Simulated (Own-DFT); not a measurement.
# How strain changes the stress of grey tin, 32 atoms (Sn32)

These are calculations, not measurements. They come from Own-DFT, an in-house plane-wave density functional program, since retired, whose code no person has reviewed. Each row is one single-point run on a periodic cell that was not relaxed, without spin or spin-orbit coupling.

Settings of every run: PBE; PseudoDojo norm-conserving scalar-relativistic files; cutoff 42 hartree; 3 x 3 x 5 k mesh centred on Gamma; cold (Marzari-Vanderbilt) smearing of 0.2 eV.

Known limits: forces on such cells failed a check on a denser k mesh; stress not checked against mesh or cutoff.

Unstrained cell vectors in Å: (12.978, 0.000, 0.000); (0.000, 12.978, 0.000); (0.000, 0.000, 6.489). The unstrained cell has measured lattice constants (interpolated for alloys), not those of this functional. That, the random moves and any unrelaxed bonds set the pressure at no strain. Each run strains this cell uniformly, with the atoms carried along. Every atom was also moved at random, by a Gaussian of width 0.05 Å on each axis. Strain is the symmetric tensor, in per cent. Stress is positive in tension, and the pressure is minus a third of its trace.

```
run  e_xx (%)  e_yy (%)  e_zz (%)  s_xx (GPa)  s_yy (GPa)  s_zz (GPa)  P (GPa)  E (meV/atom)
  1      1.50      1.50      0.00       -2.04       -2.00       -2.33     2.12           1.1
  2     -2.25     -2.25      0.00       -6.51       -6.30       -5.86     6.22          70.4
  3     -0.75     -0.75      0.00       -4.51       -4.53       -4.18     4.41          34.7
  4     -0.25     -0.25      0.00       -3.91       -3.93       -3.83     3.89          29.9
  5     -0.75     -0.75      0.00       -4.48       -4.45       -4.19     4.37          31.5
  6     -1.75     -1.75      0.00       -5.74       -5.84       -5.41     5.66          64.9
  7     -0.25     -0.25      0.00       -3.96       -3.89       -3.82     3.89          27.7
  8      1.50      1.50      0.00       -2.02       -1.97       -2.50     2.16           5.0
  9      2.00      2.00      0.00       -1.52       -1.57       -2.05     1.71           1.0
 10      2.00      2.00      0.00       -1.58       -1.52       -2.03     1.71           0.0
 11     -1.75     -1.75      0.00       -5.73       -5.85       -5.27     5.62          59.6
 12     -2.25     -2.25      0.00       -6.55       -6.66       -5.86     6.36          82.9
 13      0.50      0.50      0.00           ?           ?           ?        ?             ?
```

E is the free energy for each atom above the lowest run shown.

## Worked fit

The change of volume is close to e_xx + e_yy + e_zz. A straight line through the runs shown gives P = 3.76 - 53 x (fractional change of volume) GPa, with an error of 1 on the slope and a scatter of 0.13 GPa. The strain isn't the same on all axes, but the crystal is cubic, so the slope still estimates the bulk modulus, averaged over pressures from 1.7 to 6.4 GPa.

## Withheld run

Question: what pressure should run 13 give? Its volume changes by 1.00 %.

The line gives 3.2 GPa. The calculation gave 3.03 GPa.
